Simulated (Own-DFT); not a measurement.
# Strain and stress in wurtzite GaN, 72 atoms (Ga36N36)

These are calculations, not measurements. They come from Own-DFT, an in-house plane-wave density functional program, since retired, whose code no person has reviewed. Each row is one single-point run on a periodic cell that was not relaxed, without spin or spin-orbit coupling.

Settings of every run: PBE; PseudoDojo norm-conserving scalar-relativistic files (stringent for Ga); cutoff 96 hartree; 4 x 4 x 3 k mesh centred on Gamma; Gaussian smearing of 0.01 eV.

Known limits: forces not confirmed at this smearing and k mesh; stress not checked against mesh or cutoff.

Unstrained cell vectors in Å: (9.567, 0.000, 0.000); (-4.783, 8.285, 0.000); (0.000, 0.000, 10.370). The unstrained cell has measured lattice constants (interpolated for alloys), not those of this functional. That, the random moves and any unrelaxed bonds set the pressure at no strain. Each run strains this cell uniformly, with the atoms carried along. Every atom was also moved at random, by a Gaussian of width 0.05 Å on each axis. Strain is the symmetric tensor, in per cent. Stress is positive in tension, and the pressure is minus a third of its trace.

| run | e_xx (%) | e_yy (%) | e_zz (%) | e_yz (%) | e_xz (%) | e_xy (%) | s_xx (GPa) | s_yy (GPa) | s_zz (GPa) | s_yz (GPa) | s_xz (GPa) | s_xy (GPa) | P (GPa) | E (meV/atom) |
|---|---|---|---|---|---|---|---|---|---|---|---|---|---|---|
| 1 | 1.17 | 1.08 | 0.32 | 0.54 | 0.29 | 0.13 | -0.70 | -0.04 | -4.87 | 0.97 | 0.51 | 1.14 | 1.87 | 0.0 |
| 2 | -1.64 | -0.29 | -0.89 | 1.81 | 0.85 | 0.85 | -16.12 | -10.90 | -13.27 | 4.50 | 0.53 | 3.72 | 13.43 | 53.2 |
| 3 | 0.34 | -0.98 | -1.55 | 0.88 | -1.30 | -1.88 | -9.44 | -9.74 | -15.15 | 1.81 | -3.13 | -6.13 | 11.44 | 34.3 |
| 4 | 0.23 | -1.17 | -1.82 | 1.00 | 0.83 | 0.60 | -9.55 | -13.19 | -15.18 | 2.43 | 1.06 | 2.38 | 12.64 | 36.2 |
| 5 | -0.84 | 0.77 | 1.04 | -1.72 | -1.08 | -0.42 | -9.34 | -2.26 | -5.54 | -3.58 | -1.81 | -0.45 | 5.71 | 38.7 |
| 6 | 0.44 | -0.15 | -0.72 | 1.62 | 0.97 | -1.75 | -5.73 | -7.85 | -9.60 | 2.54 | 2.23 | -5.63 | 7.73 | 18.7 |
| 7 | 1.00 | 0.13 | -0.97 | -0.67 | -1.51 | 0.20 | -3.32 | -6.09 | -9.18 | -2.22 | -2.13 | -0.07 | 6.20 | 11.0 |
| 8 | -1.55 | -0.78 | -0.06 | 0.90 | -1.07 | -0.95 | -15.04 | -12.74 | -8.56 | 2.13 | -2.21 | -4.67 | 12.11 | 34.9 |
| 9 | 0.52 | 0.73 | -1.51 | -1.22 | -1.27 | 1.79 | -4.26 | -4.15 | -16.35 | -2.10 | -2.07 | 5.64 | 8.25 | 40.7 |
| 10 | 1.83 | 0.88 | 0.58 | -0.39 | -0.38 | -0.97 | 1.30 | -1.61 | -2.71 | -0.67 | -0.53 | -3.25 | 1.01 | 8.8 |
| 11 | -0.45 | 0.93 | 0.58 | -0.47 | 1.49 | 1.16 | -9.48 | -3.39 | -3.96 | -1.08 | 3.37 | 4.62 | 5.61 | 29.6 |
| 12 | 0.64 | 1.54 | 0.96 | 0.96 | 0.95 | -0.37 | -2.50 | 0.94 | -2.63 | 1.46 | 1.05 | 0.07 | 1.40 | 18.8 |
| 13 | 1.43 | 1.70 | -0.04 | 0.12 | 0.12 | 0.37 | -0.18 | 0.87 | -4.56 | 0.67 | -0.55 | 0.46 | 1.29 | 9.6 |
| 14 | 0.61 | -1.39 | 1.15 | -0.77 | -1.77 | -0.69 | -4.67 | -11.27 | -3.68 | -1.86 | -3.53 | -1.50 | 6.54 | 25.3 |
| 15 | -1.83 | -0.41 | -1.34 | 0.51 | 1.31 | -1.25 | -16.21 | -13.49 | -14.97 | 0.31 | 2.55 | -4.42 | 14.89 | 53.7 |
| 16 | 0.21 | 0.27 | -1.61 | 0.58 | 1.56 | -1.49 | -7.20 | -6.65 | -15.23 | 0.36 | 3.93 | -4.96 | 9.69 | 34.3 |
| 17 | 1.03 | 0.77 | 0.17 | -1.44 | 0.45 | -0.76 | ? | ? | ? | ? | ? | ? | ? | ? |

E is the free energy for each atom above the lowest run shown.

## Worked fit

Each stress component was fitted by least squares to a constant and the strains of the runs shown, as fractions, with shears doubled. Shear strains stay in the fit of a normal stress only where such slopes are resolved. The slopes, in GPa:

```
stress,at no strain,per e_xx,per e_yy,per e_zz,scatter
s_xx,-7.5,436 ± 21,100 ± 26,70 ± 22,0.84
s_yy,-7.0,128 ± 26,407 ± 32,80 ± 28,1.04
s_zz,-7.7,98 ± 35,34 ± 43,437 ± 37,1.39
```

Each shear stress against twice its own strain: yz 116 ± 9, xz 108 ± 8, xy 173 ± 10 GPa. These are stiffnesses along x, y and z of the frame in which the cell vectors are given, which need not be the crystal's axes. The atoms are held to the strained lattice; where symmetry lets them move under strain, relaxing them would lower some slopes. The table should be nearly symmetric about its diagonal, and what it lacks of that shows the noise. A ninth of its sum, 199 ± 4 GPa, estimates the bulk modulus near the mean pressure of these runs, 7.5 GPa, so it lies above the value at zero pressure.

## Withheld run

Question: what normal stresses and pressure should run 17 give?

The fit gives s_xx = -2.1, s_yy = -2.4, s_zz = -5.7 and P = 3.4 GPa. The calculation gave -2.33, -3.12, -5.03 and P = 3.49 GPa.
